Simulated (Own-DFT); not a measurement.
# Response to strain: diamond-structure SiGeSn with randomly placed atoms, 64 atoms (Ge40Si16Sn8)

Calculated results; nothing here was measured. They come from Own-DFT, an in-house plane-wave density functional program, since retired, whose code no person has reviewed. Each row is one single-point run on a periodic cell that was not relaxed, without spin or spin-orbit coupling.

Settings of every run: PBE; PseudoDojo norm-conserving scalar-relativistic files; cutoff 49 hartree; 3 x 3 x 3 k mesh centred on Gamma; Fermi-Dirac smearing of 0.1 eV.

Known limits: forces on such cells moved up to 12 meV/angstrom on a denser k mesh; stress not checked against mesh or cutoff.

Unstrained cell vectors in Å: (11.410, 0.000, 0.000); (0.000, 11.410, 0.000); (0.000, 0.000, 11.410). The unstrained cell has measured lattice constants (interpolated for alloys), not those of this functional. That, the random moves and any unrelaxed bonds set the pressure at no strain. Each run strains this cell uniformly, with the atoms carried along. Every atom was also moved at random, by a Gaussian of width 0.05 Å on each axis. The random placing of the alloy's atoms differs from row to row. Strain is the symmetric tensor, in per cent. Stress is positive in tension, and the pressure is minus a third of its trace.

| run | e_xx (%) | e_yy (%) | e_zz (%) | s_xx (GPa) | s_yy (GPa) | s_zz (GPa) | P (GPa) | E (meV/atom) |
|---|---|---|---|---|---|---|---|---|
| 1 | -0.25 | -0.25 | 0.00 | -5.13 | -5.19 | -4.93 | 5.08 | 10.4 |
| 2 | 0.50 | 0.50 | 0.00 | -3.76 | -3.69 | -4.20 | 3.88 | 0.9 |
| 3 | -2.75 | -2.75 | 0.00 | -10.31 | -10.49 | -8.66 | 9.82 | 69.0 |
| 4 | 2.25 | 2.25 | 0.00 | -1.13 | -1.23 | -2.43 | 1.60 | 0.0 |
| 5 | 2.75 | 2.75 | 0.00 | -0.44 | -0.53 | -2.15 | 1.04 | 3.3 |
| 6 | 1.00 | 1.00 | 0.00 | -3.24 | -3.15 | -3.98 | 3.46 | 14.3 |
| 7 | -0.75 | -0.75 | 0.00 | -6.27 | -6.35 | -5.64 | 6.09 | 29.6 |
| 8 | 2.50 | 2.50 | 0.00 | -0.96 | -1.09 | -2.38 | 1.48 | 11.1 |
| 9 | 2.00 | 2.00 | 0.00 | ? | ? | ? | ? | ? |

E is the free energy for each atom above the lowest run shown.

## Worked fit

The change of volume is close to e_xx + e_yy + e_zz. A straight line through the runs shown gives P = 5.10 - 77 x (fractional change of volume) GPa, with an error of 4 on the slope and a scatter of 0.37 GPa. The strain isn't the same on all axes, but the crystal is cubic, so the slope still estimates the bulk modulus, averaged over pressures from 1.0 to 9.8 GPa.

## Withheld run

Question: what pressure should run 9 give? Its volume changes by 4.04 %.

The line gives 2.0 GPa. The calculation gave 1.86 GPa.
